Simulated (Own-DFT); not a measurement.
Simulation results for Al$_{32}$O$_{47}$ (corundum with one vacancy, atoms displaced)

A calculation, not a measurement: plane-wave PBE density functional theory by an unreviewed code, no spin, of a simulated periodic cell, stress positive in tension, free energy of the whole cell less one offset for each atom, defect cell not probed for a lower state with spin; oxygen file: force components 24 meV/angstrom off all-electron in one glass; forces on such cells passed a denser k mesh, this cell's mesh not checked; offsets are fitted by least squares, one for each functional and potential file, so energies compare only between cells with the same atoms and settings and are not formation energies; the far tail of each file's local potential was reset to the Coulomb form; each entry is a single point on an unrelaxed cell, so the pressure reflects the starting lattice, mostly measured values, from which strain is counted, and rises with the displacements; printed positions are rounded, which can move forces by about a meV/angstrom; the program is a retired in-house code; no spin-orbit coupling; before rounding, a Quantum ESPRESSO 7.3.1 run of the same cell and cutoff gave forces within 1 meV/angstrom rms on each cell, which checks the program and not the settings. Program: Own-DFT development build.

Entry: Al$_{32}$O$_{47}$ (corundum with one vacancy, atoms displaced)

```cif
# cell vector a (Å): 5.4940 0.0000 8.6604
# cell vector b (Å): -2.7470 4.7579 8.6604
# cell vector c (Å): -2.7470 -4.7579 8.6604
data_Al32O47
_symmetry_space_group_name_H-M 'P 1'
_symmetry_Int_Tables_number 1
_cell_length_a 10.2561
_cell_length_b 10.2560
_cell_length_c 10.2560
_cell_angle_alpha 55.280
_cell_angle_beta 55.280
_cell_angle_gamma 55.280
_cell_volume 679.15
loop_
_atom_site_label
_atom_site_type_symbol
_atom_site_fract_x
_atom_site_fract_y
_atom_site_fract_z
_atom_site_occupancy
Al1 Al 0.16235 0.17255 0.18642 1
Al2 Al 0.31448 0.31375 0.33065 1
Al3 Al 0.42985 0.43371 0.41595 1
Al4 Al 0.08261 0.07644 0.08376 1
O1 O 0.25948 0.49254 0.12391 1
O2 O 0.46998 0.14667 0.25649 1
O3 O 0.12166 0.28708 0.46249 1
O4 O 0.23462 0.02175 0.37068 1
O5 O 0.02439 0.37515 0.22281 1
O6 O 0.38654 0.21984 0.02299 1
Al5 Al 0.18080 0.18249 0.66096 1
Al6 Al 0.32108 0.33381 0.81727 1
Al7 Al 0.42652 0.44159 0.92237 1
Al8 Al 0.09774 0.06321 0.57241 1
O7 O 0.28129 0.47059 0.62606 1
O8 O 0.47169 0.13762 0.78024 1
O9 O 0.11729 0.28693 0.95809 1
O10 O 0.22050 0.04085 0.86288 1
O11 O 0.03310 0.37409 0.72298 1
O12 O 0.37153 0.23758 0.52033 1
Al9 Al 0.18203 0.68292 0.15952 1
Al10 Al 0.32691 0.82235 0.32339 1
Al11 Al 0.42597 0.91551 0.42788 1
Al12 Al 0.07855 0.57391 0.06477 1
O13 O 0.27458 0.97108 0.12253 1
O14 O 0.47179 0.63052 0.28150 1
O15 O 0.12341 0.78284 0.46493 1
O16 O 0.21534 0.53320 0.36014 1
O17 O 0.02950 0.86669 0.22847 1
O18 O 0.36873 0.71738 0.04279 1
Al13 Al 0.17839 0.69157 0.65853 1
Al14 Al 0.31656 0.83106 0.82234 1
Al15 Al 0.42164 0.91407 0.93730 1
Al16 Al 0.06732 0.57497 0.57216 1
O19 O 0.26870 0.96360 0.64151 1
O20 O 0.46493 0.63518 0.75936 1
O21 O 0.13253 0.76997 0.97493 1
O22 O 0.22123 0.53222 0.86398 1
O23 O 0.38233 0.71269 0.53156 1
Al17 Al 0.65180 0.18582 0.18181 1
Al18 Al 0.81918 0.31690 0.32918 1
Al19 Al 0.92992 0.42157 0.43779 1
Al20 Al 0.56498 0.09421 0.08256 1
O24 O 0.75468 0.46923 0.12840 1
O25 O 0.98742 0.10406 0.28153 1
O26 O 0.63803 0.27674 0.46336 1
O27 O 0.72234 0.02547 0.38689 1
O28 O 0.51967 0.37153 0.23657 1
O29 O 0.88630 0.19763 0.05347 1
Al21 Al 0.66392 0.18636 0.68549 1
Al22 Al 0.81746 0.32673 0.83773 1
Al23 Al 0.92901 0.43005 0.91901 1
Al24 Al 0.55777 0.09104 0.57037 1
O30 O 0.76025 0.49074 0.63250 1
O31 O 0.99249 0.11383 0.76801 1
O32 O 0.60223 0.28357 0.98623 1
O33 O 0.72334 0.02816 0.86498 1
O34 O 0.53653 0.36893 0.71282 1
O35 O 0.86441 0.23837 0.53505 1
Al25 Al 0.67890 0.66799 0.18446 1
Al26 Al 0.83402 0.83644 0.29717 1
Al27 Al 0.92338 0.93688 0.42571 1
Al28 Al 0.57709 0.58508 0.06822 1
O36 O 0.77322 0.97229 0.12421 1
O37 O 0.97727 0.61235 0.29006 1
O38 O 0.63094 0.79057 0.47123 1
O39 O 0.72144 0.52934 0.37875 1
O40 O 0.53222 0.89528 0.20683 1
O41 O 0.87025 0.71226 0.02704 1
Al29 Al 0.67778 0.68179 0.66914 1
Al30 Al 0.82309 0.82917 0.81866 1
Al31 Al 0.93556 0.92957 0.91876 1
Al32 Al 0.59099 0.58025 0.55659 1
O42 O 0.77799 0.97250 0.60776 1
O43 O 0.96866 0.62223 0.79226 1
O44 O 0.61369 0.79260 0.97071 1
O45 O 0.71284 0.52287 0.90114 1
O46 O 0.51348 0.87608 0.72383 1
O47 O 0.87305 0.73151 0.53420 1
```

Here we set functional PBE, potential files PseudoDojo norm-conserving, scalar-relativistic, standard set, wave cutoff 72 hartree, occupations Fermi-Dirac, smearing width 0.1 eV and k mesh 3 x 3 x 3 centred on Gamma.

Results for Al$_{32}$O$_{47}$ (corundum with one vacancy, atoms displaced): free energy of cell above offsets -44.202 eV; pressure 13.16 GPa; stress xx -15 GPa; stress yy -11.62 GPa; stress zz -12.87 GPa; stress yz 0.96 GPa; stress xz -0.73 GPa; stress xy -0.05 GPa.

Force:
```csv
element,x (eV/Å),y (eV/Å),z (eV/Å)
Al,2.154,2.007,2.324
Al,-0.229,4.643,2.933
Al,-0.867,-0.558,-0.082
Al,0.752,0.964,-4.512
O,3.92,-1.558,-1.321
O,-2.727,-4.9,0.245
O,1.541,-3.372,0.551
O,-1.191,0.035,0.453
O,0.443,-0.375,-0.987
O,-3.126,0.682,-1.379
Al,-1.46,-1.89,2.023
Al,-0.018,-1.208,1.067
Al,-1.121,0.299,-2.71
Al,-3.182,-0.258,-3.264
O,-0.059,2.351,-1.498
O,0.74,-0.903,-2.974
O,1.177,-2.208,2.494
O,0.209,-1.753,0.546
O,-1.07,0.152,-1.656
O,-0.686,-1.379,-1.633
Al,-2.683,-3.164,0.536
Al,-0.105,0.824,-0.473
Al,1.5,0.194,1.211
Al,-0.898,-0.805,-0.825
O,0.314,-0.652,1.655
O,0.221,0.245,-0.175
O,0.949,-0.761,1.166
O,-0.438,-2.185,2.366
O,0.324,1.557,-0.069
O,2.044,2.134,0.752
Al,-1.492,-2.006,-0.205
Al,1.192,-1.077,1.304
Al,-0.229,3.316,-0.128
Al,0.996,1.287,0.59
O,2.67,3.905,-1.063
O,-0.803,-1.014,1.902
O,-1.823,2.12,-1.266
O,-0.206,-0.489,1.114
O,0.46,2.367,0.009
Al,2.749,-0.906,4.729
Al,1.313,1.481,1.627
Al,-1.903,1.807,-2.02
Al,3.109,-0.098,-5.394
O,2.019,-1.418,3.886
O,-2.045,2.829,3.096
O,-3.079,-0.733,-1.653
O,-0.452,2.626,-2.592
O,0.485,1.86,-0.423
O,-2.413,2.908,-2.85
Al,3.528,-0.79,-1.91
Al,0.666,-0.144,-0.281
Al,-1.496,-1.176,0.222
Al,2.208,-2.171,1.483
O,2.946,-2.094,0.411
O,-3.115,0.904,1.017
O,3.627,2.619,3.033
O,0.633,-1.067,2.104
O,-3.64,2.632,3.335
O,1.908,-0.776,-0.368
Al,-0.462,1.583,-0.124
Al,-0.457,-3.627,2.085
Al,0.963,-2.482,-3.616
Al,-2.784,-1.772,0.027
O,0.411,2.235,-0.415
O,-1.679,2.03,-0.657
O,-0.338,1.059,-2.365
O,1.256,1.287,-0.806
O,-0.117,-3.234,-1.041
O,0.816,0.368,1.983
Al,-0.89,0.878,1.483
Al,-0.612,0.372,-0.364
Al,-0.908,-0.438,-1.679
Al,-2.674,-2.375,-0.263
O,-2.83,-2.657,3.768
O,0.542,1.826,-0.689
O,1.377,-1.157,-0.035
O,3.551,2.741,-3.949
O,0.32,0.003,1.319
O,0.273,-1.501,-1.139
```
